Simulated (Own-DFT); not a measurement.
AlN (wurtzite, atoms displaced) (calculated)

All values are calculated (Own-DFT development build). A calculation, not a measurement: plane-wave PBE density functional theory by an unreviewed code, no spin, of a simulated periodic cell, stress positive in tension, free energy of the whole cell less one offset for each atom, forces on such cells passed a denser k mesh, this cell's mesh not checked; offsets are fitted by least squares, one for each functional and potential file, so energies compare only between cells with the same atoms and settings and are not formation energies; the far tail of each file's local potential was reset to the Coulomb form; each entry is a single point on an unrelaxed cell, so the pressure reflects the starting lattice, mostly measured values (interpolated for alloys), from which strain is counted, and rises with the displacements; printed positions are rounded, which can move forces by about a meV/angstrom; the program, named Own-DFT, is a retired in-house code; no spin-orbit coupling.

Settings shared by all entries: functional PBE; potential files PseudoDojo norm-conserving, scalar-relativistic, standard set; wave cutoff 42 hartree; occupations Fermi-Dirac; smearing width 0.1 eV; hardware one NVIDIA H100; k mesh 2 x 2 x 2 centred on Gamma.

(1) 
```cif
# cell vector a (Å): 12.4480 0.0000 0.0000
# cell vector b (Å): -6.2240 10.7803 0.0000
# cell vector c (Å): 0.0000 0.0000 9.9640
data_AlN
_symmetry_space_group_name_H-M 'P 1'
_symmetry_Int_Tables_number 1
_cell_length_a 12.4480
_cell_length_b 12.4480
_cell_length_c 9.9640
_cell_angle_alpha 90.000
_cell_angle_beta 90.000
_cell_angle_gamma 120.000
_cell_volume 1337.10
loop_
_atom_site_label
_atom_site_type_symbol
_atom_site_fract_x
_atom_site_fract_y
_atom_site_fract_z
_atom_site_occupancy
Al1 Al 0.08369 0.16523 0.00088 1
Al2 Al 0.16650 0.08294 0.24992 1
N1 N 0.08321 0.16346 0.19398 1
N2 N 0.16494 0.08211 0.44152 1
Al3 Al 0.08418 0.16732 0.49996 1
Al4 Al 0.16529 0.08518 0.75490 1
N3 N 0.08286 0.16606 0.69052 1
N4 N 0.16841 0.08462 0.94071 1
Al5 Al 0.08385 0.41683 0.00007 1
Al6 Al 0.16672 0.33519 0.24869 1
N5 N 0.08604 0.41599 0.18899 1
N6 N 0.16416 0.33090 0.43827 1
Al7 Al 0.07808 0.41469 0.50087 1
Al8 Al 0.16699 0.32933 0.74762 1
N7 N 0.08420 0.41860 0.68899 1
N8 N 0.16534 0.33388 0.94347 1
Al9 Al 0.08670 0.66726 0.99974 1
Al10 Al 0.16783 0.58219 0.25064 1
N9 N 0.08324 0.66490 0.18968 1
N10 N 0.16783 0.58356 0.43810 1
Al11 Al 0.08312 0.66453 0.50416 1
Al12 Al 0.16861 0.58536 0.74997 1
N11 N 0.08241 0.66853 0.69185 1
N12 N 0.16807 0.58381 0.93974 1
Al13 Al 0.08227 0.91575 0.99509 1
Al14 Al 0.16758 0.83359 0.24889 1
N13 N 0.08486 0.91879 0.19039 1
N14 N 0.16712 0.83404 0.44300 1
Al15 Al 0.08334 0.91471 0.49910 1
Al16 Al 0.16548 0.83143 0.75170 1
N15 N 0.08324 0.91734 0.69203 1
N16 N 0.16688 0.83425 0.93881 1
Al17 Al 0.33373 0.16769 0.99857 1
Al18 Al 0.41592 0.08155 0.25325 1
N17 N 0.32991 0.16615 0.18781 1
N18 N 0.41618 0.08479 0.44374 1
Al19 Al 0.33151 0.16337 0.49815 1
Al20 Al 0.41717 0.08291 0.74958 1
N19 N 0.33705 0.16867 0.68802 1
N20 N 0.41232 0.08129 0.93847 1
Al21 Al 0.33304 0.41578 0.00054 1
Al22 Al 0.41918 0.33178 0.24988 1
N21 N 0.33640 0.41760 0.18925 1
N22 N 0.41681 0.33429 0.44103 1
Al23 Al 0.33299 0.41898 0.50193 1
Al24 Al 0.41875 0.33305 0.74797 1
N23 N 0.33225 0.41836 0.69265 1
N24 N 0.41603 0.33301 0.94073 1
Al25 Al 0.33383 0.66877 0.00016 1
Al26 Al 0.41502 0.58185 0.24912 1
N25 N 0.33440 0.66588 0.19137 1
N26 N 0.41808 0.58382 0.44394 1
Al27 Al 0.33392 0.66667 0.49983 1
Al28 Al 0.41902 0.58539 0.74851 1
N27 N 0.33291 0.67147 0.69114 1
N28 N 0.41615 0.58231 0.94012 1
Al29 Al 0.33192 0.91552 0.00077 1
Al30 Al 0.41780 0.83346 0.25205 1
N29 N 0.33609 0.91888 0.19139 1
N30 N 0.41786 0.83372 0.43760 1
Al31 Al 0.33388 0.91976 0.49759 1
Al32 Al 0.41766 0.83188 0.74960 1
N31 N 0.33097 0.91549 0.69460 1
N32 N 0.41568 0.82992 0.94113 1
Al33 Al 0.58177 0.16813 0.00055 1
Al34 Al 0.66707 0.08083 0.25617 1
N33 N 0.58718 0.16828 0.19082 1
N34 N 0.66570 0.08316 0.44013 1
Al35 Al 0.58174 0.16778 0.49931 1
Al36 Al 0.66893 0.08360 0.75130 1
N35 N 0.58418 0.16728 0.68867 1
N36 N 0.66642 0.08117 0.94100 1
Al37 Al 0.58288 0.41399 0.00481 1
Al38 Al 0.66703 0.33558 0.25111 1
N37 N 0.58039 0.41658 0.19226 1
N38 N 0.66784 0.33359 0.44062 1
Al39 Al 0.58420 0.41809 0.50097 1
Al40 Al 0.66692 0.33223 0.75407 1
N39 N 0.58122 0.41580 0.69214 1
N40 N 0.66641 0.33171 0.93938 1
Al41 Al 0.58153 0.66477 0.99967 1
Al42 Al 0.66823 0.58535 0.24793 1
N41 N 0.57922 0.66263 0.19195 1
N42 N 0.66757 0.58209 0.44023 1
Al43 Al 0.58371 0.66980 0.50086 1
Al44 Al 0.66645 0.58527 0.74786 1
N43 N 0.58404 0.66786 0.69115 1
N44 N 0.66665 0.58231 0.93554 1
Al45 Al 0.57996 0.91215 0.00153 1
Al46 Al 0.66618 0.83251 0.25257 1
N45 N 0.58503 0.91335 0.19174 1
N46 N 0.67116 0.83472 0.44380 1
Al47 Al 0.58371 0.91680 0.49648 1
Al48 Al 0.66570 0.83215 0.74702 1
N47 N 0.58521 0.91854 0.68675 1
N48 N 0.66753 0.83319 0.93806 1
Al49 Al 0.83332 0.16469 0.99763 1
Al50 Al 0.91747 0.08346 0.25433 1
N49 N 0.83014 0.16128 0.18941 1
N50 N 0.91615 0.08497 0.44146 1
Al51 Al 0.83250 0.16402 0.50161 1
Al52 Al 0.91510 0.08059 0.75036 1
N51 N 0.83466 0.16502 0.68763 1
N52 N 0.91758 0.08597 0.94115 1
Al53 Al 0.83134 0.41674 0.00135 1
Al54 Al 0.91697 0.33289 0.24621 1
N53 N 0.83093 0.41684 0.18881 1
N54 N 0.91840 0.33439 0.44172 1
Al55 Al 0.83388 0.41668 0.49928 1
Al56 Al 0.91660 0.33409 0.75077 1
N55 N 0.83135 0.41698 0.68901 1
N56 N 0.91743 0.33231 0.94570 1
Al57 Al 0.83170 0.66522 0.99860 1
Al58 Al 0.92005 0.58524 0.25018 1
N57 N 0.83378 0.66564 0.19396 1
N58 N 0.91320 0.57898 0.44218 1
Al59 Al 0.83092 0.66506 0.49563 1
Al60 Al 0.91713 0.58232 0.74916 1
N59 N 0.83399 0.66735 0.69133 1
N60 N 0.91512 0.58631 0.94138 1
Al61 Al 0.83459 0.91553 0.00177 1
Al62 Al 0.91449 0.83100 0.24767 1
N61 N 0.83336 0.91724 0.19086 1
N62 N 0.91557 0.83152 0.44125 1
Al63 Al 0.83463 0.91906 0.50010 1
Al64 Al 0.91913 0.83237 0.75168 1
N63 N 0.83402 0.91812 0.68856 1
N64 N 0.91549 0.83004 0.93989 1
_calc_free_energy_of_cell_above_offsets '-62.285'  # eV
_calc_pressure 3.77  # GPa
_calc_stress_xx -3.42  # GPa
_calc_stress_yy -3.71  # GPa
_calc_stress_zz -4.19  # GPa
_calc_stress_yz -0.1  # GPa
_calc_stress_xz 0.08  # GPa
_calc_stress_xy -0.41  # GPa
_calc_wall_time 391.6  # s
```

Force:
```csv
element,x (eV/Å),y (eV/Å),z (eV/Å)
Al,-0.326,0.435,0.376
Al,-0.059,-0.023,0.245
N,-0.488,0.677,-0.467
N,0.247,-0.133,-0.14
Al,-0.06,-0.229,-0.137
Al,0.981,-0.234,-1.23
N,-0.085,-0.197,0.012
N,-0.418,-0.321,0.207
Al,0.076,0.07,-0.177
Al,0.974,-0.768,0.016
N,-0.917,0.33,0.183
N,0.038,0.802,0.535
Al,1.328,0.448,-0.261
Al,-0.772,0.956,0.692
N,0.033,-0.266,0.547
N,0.523,-0.45,-0.585
Al,-0.874,-0.16,-0.213
Al,-0.106,0.079,-0.298
N,0.399,0.473,0.127
N,-0.216,-0.171,0.708
Al,-0.271,0.276,-0.78
Al,-0.263,-0.31,-0.061
N,0.523,-0.664,0.092
N,-0.165,-0.032,0.138
Al,0.163,0.214,0.779
Al,-0.231,-0.032,0.219
N,-0.048,-0.834,-0.373
N,0.257,-0.514,-0.552
Al,-0.588,0.265,0.374
Al,-0.131,0.762,-0.462
N,0.284,0.139,0.089
N,0.151,-0.411,0.683
Al,0.002,-0.13,0.081
Al,0.004,0.996,-0.73
N,1.103,-0.081,0.604
N,0.347,-0.311,-0.736
Al,-0.645,1.075,0.439
Al,-0.137,-0.013,-0.195
N,-0.773,-0.552,0.443
N,0.754,0.318,0.52
Al,-0.099,0.13,-0.252
Al,-1.306,-0.011,0.336
N,-0.426,-0.422,0.419
N,0.003,-0.279,0.037
Al,0.137,-0.769,-0.327
Al,-0.677,0.076,0.288
N,0.52,-0.179,-0.244
N,0.318,0.047,-0.088
Al,0.462,-1.015,0.115
Al,0.225,-0.175,0.388
N,-0.428,0.296,-0.069
N,-0.321,0.26,-0.425
Al,-0.226,0.164,-0.023
Al,-0.663,-0.23,0.363
N,0.795,-1.014,-0.395
N,-0.225,0.268,-0.068
Al,0.257,0.286,-0.385
Al,0.108,-0.215,-0.691
N,-0.101,-0.644,0.029
N,-0.319,0.083,0.709
Al,0.326,-0.847,0.965
Al,-0.33,1.16,0.002
N,0.612,0.077,-0.788
N,-0.364,0.807,-0.032
Al,0.493,-0.968,-0.052
Al,-0.169,0.282,-1.487
N,-0.75,-0.416,0.384
N,-0.016,0.066,0.626
Al,0.605,0.17,0.193
Al,-0.399,-0.084,-0.313
N,0.186,-0.177,0.478
N,-0.527,0.051,0.007
Al,-0.432,0.53,-1.112
Al,0.093,-0.376,0.048
N,1.132,0.269,-0.173
N,-0.342,0.023,0.002
Al,-0.058,-0.468,0.034
Al,-0.5,0.219,-1.126
N,0.789,0.485,-0.237
N,-0.233,0.251,0.701
Al,0.261,0.165,-0.164
Al,-0.368,-0.523,0.54
N,0.585,0.891,-0.169
N,-0.866,0.349,-0.112
Al,0.73,-0.646,-0.188
Al,0.573,-0.505,-0.047
N,-0.189,-0.122,-0.398
N,-0.249,-0.216,1.24
Al,0.656,0.681,-0.211
Al,0.533,-0.389,-0.282
N,-0.809,0.36,0.186
N,-0.87,-0.107,-0.548
Al,0.069,0.035,0.455
Al,0.259,0.74,0.28
N,-0.23,-0.426,0.344
N,-0.061,-0.233,0.375
Al,-0.459,0.001,0.697
Al,-0.083,-0.016,-0.776
N,0.307,0.824,0.365
N,0.428,-0.281,0.173
Al,-0.352,0.709,-0.486
Al,0.141,0.411,0.043
N,-0.323,0.501,0.899
N,0.633,-0.928,-0.224
Al,0.504,0.226,-0.374
Al,-0.175,-0.391,0.216
N,0.582,0.264,0.464
N,-0.805,-0.738,-0.65
Al,-0.169,-0.56,0.084
Al,0.153,-0.15,-0.02
N,0.555,-0.252,0.542
N,-0.594,0.338,-0.754
Al,-0.223,0.007,0.243
Al,-0.38,-0.663,0.145
N,-0.087,-0.002,-0.793
N,0.633,1.047,-0.337
Al,0.478,0.252,0.897
Al,-0.718,0.215,0.21
N,-0.016,-0.225,-0.457
N,1.158,-0.739,-0.1
Al,-0.532,0.319,-0.446
Al,0.388,0.754,0.495
N,0.064,-0.389,0.227
N,0.017,0.341,-0.391
Al,0.729,-0.216,0.093
Al,-0.79,0.062,-0.735
N,0.286,-0.589,0.514
N,-0.134,0.625,0.387
```

(2) 
```cif
# cell vector a (Å): 12.4480 0.0000 0.0000
# cell vector b (Å): -6.2240 10.7803 0.0000
# cell vector c (Å): 0.0000 0.0000 9.9640
data_AlN
_symmetry_space_group_name_H-M 'P 1'
_symmetry_Int_Tables_number 1
_cell_length_a 12.4480
_cell_length_b 12.4480
_cell_length_c 9.9640
_cell_angle_alpha 90.000
_cell_angle_beta 90.000
_cell_angle_gamma 120.000
_cell_volume 1337.10
loop_
_atom_site_label
_atom_site_type_symbol
_atom_site_fract_x
_atom_site_fract_y
_atom_site_fract_z
_atom_site_occupancy
Al1 Al 0.08820 0.17074 0.00023 1
Al2 Al 0.16597 0.08195 0.25144 1
N1 N 0.08197 0.16551 0.18896 1
N2 N 0.16330 0.08388 0.44347 1
Al3 Al 0.08365 0.16565 0.49921 1
Al4 Al 0.16305 0.08094 0.75381 1
N3 N 0.08686 0.17102 0.69049 1
N4 N 0.16530 0.08341 0.94621 1
Al5 Al 0.08455 0.41869 0.99874 1
Al6 Al 0.16702 0.33268 0.25298 1
N5 N 0.08388 0.41841 0.18962 1
N6 N 0.16622 0.33198 0.44098 1
Al7 Al 0.08407 0.41633 0.50170 1
Al8 Al 0.16838 0.33411 0.74959 1
N7 N 0.08368 0.41295 0.68856 1
N8 N 0.16805 0.33251 0.94243 1
Al9 Al 0.08384 0.66673 0.00114 1
Al10 Al 0.16463 0.58081 0.24744 1
N9 N 0.08302 0.66557 0.19183 1
N10 N 0.16737 0.58337 0.43958 1
Al11 Al 0.08377 0.66766 0.49948 1
Al12 Al 0.16790 0.58279 0.75044 1
N11 N 0.08691 0.66583 0.68979 1
N12 N 0.16615 0.58407 0.93775 1
Al13 Al 0.08596 0.91826 0.00211 1
Al14 Al 0.16623 0.83285 0.24909 1
N13 N 0.08574 0.91882 0.19142 1
N14 N 0.17174 0.83746 0.43870 1
Al15 Al 0.08198 0.91619 0.50338 1
Al16 Al 0.16123 0.83085 0.74968 1
N15 N 0.08145 0.91740 0.68813 1
N16 N 0.16666 0.83156 0.94253 1
Al17 Al 0.33376 0.16650 0.99718 1
Al18 Al 0.41707 0.08416 0.24904 1
N17 N 0.33090 0.16416 0.19039 1
N18 N 0.41737 0.08043 0.43906 1
Al19 Al 0.33316 0.16883 0.50224 1
Al20 Al 0.41673 0.08200 0.74693 1
N19 N 0.33654 0.16857 0.69041 1
N20 N 0.41609 0.08548 0.93963 1
Al21 Al 0.33163 0.41715 0.99953 1
Al22 Al 0.41899 0.33591 0.25369 1
N21 N 0.33101 0.41559 0.19033 1
N22 N 0.41279 0.33186 0.44341 1
Al23 Al 0.33510 0.41848 0.49997 1
Al24 Al 0.41821 0.33158 0.75345 1
N23 N 0.33239 0.41950 0.68907 1
N24 N 0.41709 0.33496 0.94348 1
Al25 Al 0.33409 0.66555 0.99867 1
Al26 Al 0.41637 0.58301 0.24993 1
N25 N 0.33365 0.66787 0.19034 1
N26 N 0.41705 0.58387 0.44162 1
Al27 Al 0.33453 0.67072 0.49526 1
Al28 Al 0.41733 0.58339 0.75045 1
N27 N 0.33474 0.66630 0.69035 1
N28 N 0.41428 0.58440 0.94374 1
Al29 Al 0.33424 0.91717 0.99943 1
Al30 Al 0.41445 0.83185 0.24758 1
N29 N 0.33534 0.91845 0.19056 1
N30 N 0.41796 0.83235 0.44335 1
Al31 Al 0.33146 0.91733 0.50064 1
Al32 Al 0.41433 0.83225 0.74948 1
N31 N 0.33489 0.91764 0.68849 1
N32 N 0.41557 0.83635 0.93724 1
Al33 Al 0.58362 0.16651 0.00210 1
Al34 Al 0.66575 0.08118 0.24426 1
N33 N 0.58174 0.16616 0.18764 1
N34 N 0.66904 0.08554 0.44189 1
Al35 Al 0.58423 0.16910 0.49941 1
Al36 Al 0.67145 0.08670 0.75153 1
N35 N 0.58561 0.16809 0.68736 1
N36 N 0.66445 0.08425 0.94312 1
Al37 Al 0.58235 0.41721 0.00086 1
Al38 Al 0.66556 0.33225 0.25119 1
N37 N 0.58156 0.41580 0.19351 1
N38 N 0.66345 0.33115 0.43875 1
Al39 Al 0.58224 0.41616 0.49710 1
Al40 Al 0.66560 0.33518 0.75003 1
N39 N 0.58648 0.41770 0.69367 1
N40 N 0.66568 0.33179 0.94088 1
Al41 Al 0.58233 0.66535 0.00015 1
Al42 Al 0.66724 0.58380 0.25223 1
N41 N 0.58124 0.66552 0.18732 1
N42 N 0.66531 0.58198 0.43886 1
Al43 Al 0.58543 0.66764 0.49995 1
Al44 Al 0.66413 0.58287 0.75273 1
N43 N 0.58473 0.66623 0.69403 1
N44 N 0.66830 0.58505 0.93934 1
Al45 Al 0.58295 0.91957 0.00158 1
Al46 Al 0.67086 0.83554 0.24552 1
N45 N 0.58595 0.91934 0.19032 1
N46 N 0.66803 0.83292 0.44201 1
Al47 Al 0.58533 0.91648 0.49813 1
Al48 Al 0.66670 0.83201 0.74882 1
N47 N 0.58377 0.91719 0.69312 1
N48 N 0.66775 0.83430 0.93869 1
Al49 Al 0.83577 0.16842 0.99734 1
Al50 Al 0.91790 0.08475 0.25117 1
N49 N 0.83515 0.16880 0.19199 1
N50 N 0.91553 0.08529 0.43820 1
Al51 Al 0.83339 0.16931 0.50175 1
Al52 Al 0.91233 0.08127 0.74964 1
N51 N 0.83294 0.16466 0.69123 1
N52 N 0.91654 0.08313 0.93745 1
Al53 Al 0.83149 0.41567 0.00047 1
Al54 Al 0.91957 0.33399 0.24941 1
N53 N 0.83117 0.41408 0.19592 1
N54 N 0.91646 0.33397 0.44138 1
Al55 Al 0.83610 0.41908 0.50129 1
Al56 Al 0.91695 0.33473 0.74873 1
N55 N 0.83189 0.41803 0.69075 1
N56 N 0.91906 0.33531 0.94111 1
Al57 Al 0.83907 0.66998 0.99958 1
Al58 Al 0.91936 0.58450 0.25070 1
N57 N 0.82727 0.66536 0.19115 1
N58 N 0.91527 0.58189 0.44150 1
Al59 Al 0.82794 0.66621 0.49922 1
Al60 Al 0.91874 0.58315 0.74774 1
N59 N 0.83384 0.66534 0.69017 1
N60 N 0.91380 0.58358 0.94445 1
Al61 Al 0.83717 0.91760 0.00599 1
Al62 Al 0.91820 0.83607 0.25039 1
N61 N 0.83199 0.91881 0.19174 1
N62 N 0.91842 0.83863 0.44061 1
Al63 Al 0.83461 0.91526 0.50120 1
Al64 Al 0.91245 0.82872 0.74713 1
N63 N 0.83351 0.91525 0.68671 1
N64 N 0.91868 0.83364 0.94082 1
_calc_free_energy_of_cell_above_offsets '-62.031'  # eV
_calc_pressure 3.86  # GPa
_calc_stress_xx -3.42  # GPa
_calc_stress_yy -4.09  # GPa
_calc_stress_zz -4.06  # GPa
_calc_stress_yz 0  # GPa
_calc_stress_xz 0.2  # GPa
_calc_stress_xy 0.31  # GPa
_calc_wall_time 380.6  # s
```

Force:
```csv
element,x (eV/Å),y (eV/Å),z (eV/Å)
Al,-0.999,-0.845,0.064
Al,-0.056,0.679,0.084
N,0.266,0.22,0.412
N,1.122,-0.424,-0.356
Al,-0.869,0.363,0.376
Al,0.29,0.805,-0.423
N,-0.375,-1.181,0.24
N,0.504,-0.066,-0.967
Al,0.235,-0.318,0.08
Al,-0.25,-0.113,-0.457
N,0.377,-0.47,-0.118
N,0.071,0.356,0.058
Al,0.031,0.004,-0.563
Al,0.002,-0.108,0.137
N,-0.624,0.789,0.692
N,-0.554,0.683,-0.528
Al,-0.238,-0.265,-0.175
Al,0.439,0.589,0.575
N,-0.021,0.333,-0.212
N,-0.297,-0.018,-0.039
Al,0.265,0.017,-0.338
Al,0.454,-0.247,-0.606
N,-0.849,0.047,0.039
N,0.184,-0.061,0.605
Al,-0.161,-0.333,-0.185
Al,0.464,0.391,0.012
N,-0.358,-0.781,0.035
N,-1.32,-0.972,0.283
Al,0.44,0.437,-1
Al,1.056,0.623,0.082
N,0.171,-0.519,0.989
N,-0.361,0.357,-0.322
Al,-0.162,0.221,0.79
Al,-0.133,-0.076,0.137
N,0.165,0.741,0.148
N,-0.721,0.923,0.287
Al,0.237,-0.986,-0.456
Al,0.412,0.396,0.269
N,-0.695,-0.598,0.51
N,0.42,-0.462,-0.205
Al,0.45,0.078,0.372
Al,-0.757,-0.951,-0.653
N,0.408,0.225,0.264
N,0.696,0.541,-0.258
Al,-0.719,-0.091,0.129
Al,-0.545,0.727,-0.492
N,1.051,-0.473,0.569
N,-0.182,-0.14,-0.323
Al,-0.795,0.933,0.107
Al,-0.087,0.018,-0.002
N,-0.16,-0.462,-0.174
N,0.222,0.181,-0.279
Al,0.293,-1.033,0.86
Al,-0.211,0.192,-0.02
N,-0.314,-0.011,-0.133
N,0.831,-0.453,-0.66
Al,-0.247,0.363,-0.008
Al,0.475,0.598,0.634
N,-0.33,-0.495,-0.217
N,-0.414,0.828,-0.894
Al,1.254,0.116,-0.169
Al,0.589,0.339,-0.395
N,-0.97,-0.519,0.465
N,0.573,-0.661,0.794
Al,-0.598,0.156,-0.627
Al,0.055,1.213,1.161
N,0.267,0.07,0.669
N,-0.33,-0.347,-0.627
Al,0.269,-0.909,-0.145
Al,-1.163,-0.879,-0.208
N,-0.12,0.076,0.737
N,0.843,0.328,-0.27
Al,0.48,0.194,0.118
Al,0.027,-0.153,-0.28
N,0.326,0.341,-0.212
N,0.346,0.895,0.469
Al,0.083,-0.3,0.698
Al,0.601,-0.701,0.158
N,-1.027,0.085,-0.789
N,-0.166,0.366,0.104
Al,0.129,0.546,-0.429
Al,-0.792,-0.32,-0.798
N,0.385,0.288,0.793
N,-0.243,0.092,0.476
Al,-0.644,-0.149,0.205
Al,0.813,-0.031,-0.181
N,-0.281,-0.103,-0.707
N,0.066,-0.22,0.629
Al,0.427,-0.673,-0.816
Al,-1.141,-0.816,0.762
N,-0.303,-1.086,-0.002
N,0.203,-0.085,-0.632
Al,-0.307,0.51,0.577
Al,-0.314,0.538,0.254
N,0.115,0.031,-0.341
N,0.064,0.033,0.769
Al,-0.216,-0.29,0.566
Al,-0.377,0.267,-0.155
N,0.011,-0.302,-0.674
N,0.409,-0.332,0.831
Al,0.199,-0.476,-0.536
Al,1.244,0.191,-0.232
N,-0.015,0.942,0.081
N,0.366,0.084,0.658
Al,0.069,0.015,0.432
Al,-0.641,-0.17,0.299
N,0.302,0.637,-0.769
N,0.289,0.347,0.15
Al,-0.628,-0.795,-0.464
Al,0.161,-0.261,0.068
N,0.588,-0.196,0.113
N,-0.373,0.015,-0.326
Al,-1.449,-0.434,0.334
Al,-1.035,-0.58,-0.083
N,1.61,0.841,0.13
N,-0.149,1.005,0.03
Al,1.184,0.295,-0.046
Al,-0.305,0.081,0.519
N,-0.322,-0.205,-0.17
N,1.264,-0.219,-0.746
Al,-0.747,-0.016,-1.419
Al,-0.148,-0.384,-0.124
N,1.228,0.058,0.08
N,0.47,-1.364,-0.144
Al,-0.888,1.076,-0.578
Al,0.139,0.823,0.534
N,-0.058,0.001,0.731
N,0.079,0.372,-0.073
```
